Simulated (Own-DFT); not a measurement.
# Shaking the atoms of hexagonal WC, 64 atoms (C32W32)

All numbers below are calculated, not measured. They come from Own-DFT, an in-house plane-wave density functional program, since retired, whose code no person has reviewed. Each row is one single-point run on a periodic cell that was not relaxed, without spin or spin-orbit coupling.

Settings of every run: PBE; PseudoDojo norm-conserving scalar-relativistic files; cutoff 50 hartree; 4 x 4 x 4 k mesh centred on Gamma; cold (Marzari-Vanderbilt) smearing of 0.2 eV.

Known limits, some of them of some rows only: some atoms lie very close together; forces on such cells moved up to 12 meV/angstrom on a denser k mesh; stress not checked against mesh or cutoff.

Cell vectors in Å: (5.833, -5.052, -2.839); (0.000, -5.052, 8.518); (-5.833, -5.052, -2.839). In each run every atom was moved at random and independently from its ideal site; u is the rms move along one axis. E is the free energy for each atom above the fitted value at u = 0, and F the rms of the force components.

```
run   u (Å)  E (meV/atom)  F (eV/Å)  largest force (eV/Å)  P (GPa)
  1  0.0193          14.0     0.542                  2.76     3.26
  2  0.0197          14.8     0.560                  1.85     3.31
  3  0.0203          15.8     0.589                  2.61     3.35
  4  0.0469          81.9     1.315                  5.08     5.78
  5  0.0490          85.5     1.320                  4.81     6.12
  6  0.0513             ?         ?                     ?        ?
  7  0.0974         366.2     2.866                 12.77    17.66
  8  0.0976         374.4     2.923                 12.67    17.72
  9  0.1060         411.4     3.040                 14.40    18.63
 10  0.1525        1063.1     6.474                 35.34    44.19
```

## Worked fit

For small independent moves the energy grows as E = (3/2) K u², with K the mean stiffness felt by one atom. The runs with u up to 0.11 Å give K = 25.1 ± 0.4 eV/Å², with residuals divided by u² + 0.0006 Å², since the noise grows with the moves. The scatter is 3.4 meV/atom at u = 0.05 Å. The forces follow F = G u with G = 28.6 eV/Å²; no force at u = 0 is resolved. G exceeds K because the moves of its neighbours add to the force on an atom, and stiffness differs between atoms. At u = 0.153 Å the parabola gives 876 meV/atom and the run 1063. The pressure follows P = 2.67 + 1512 u² GPa: at fixed volume, shortened bonds push harder than stretched ones pull.

## Withheld run

Question: what energy and rms force should run 6 give?

The fit gives 99 ± 4 meV/atom and about 1.47 eV/Å. The calculation gave 98.0 meV/atom and 1.409 eV/Å.
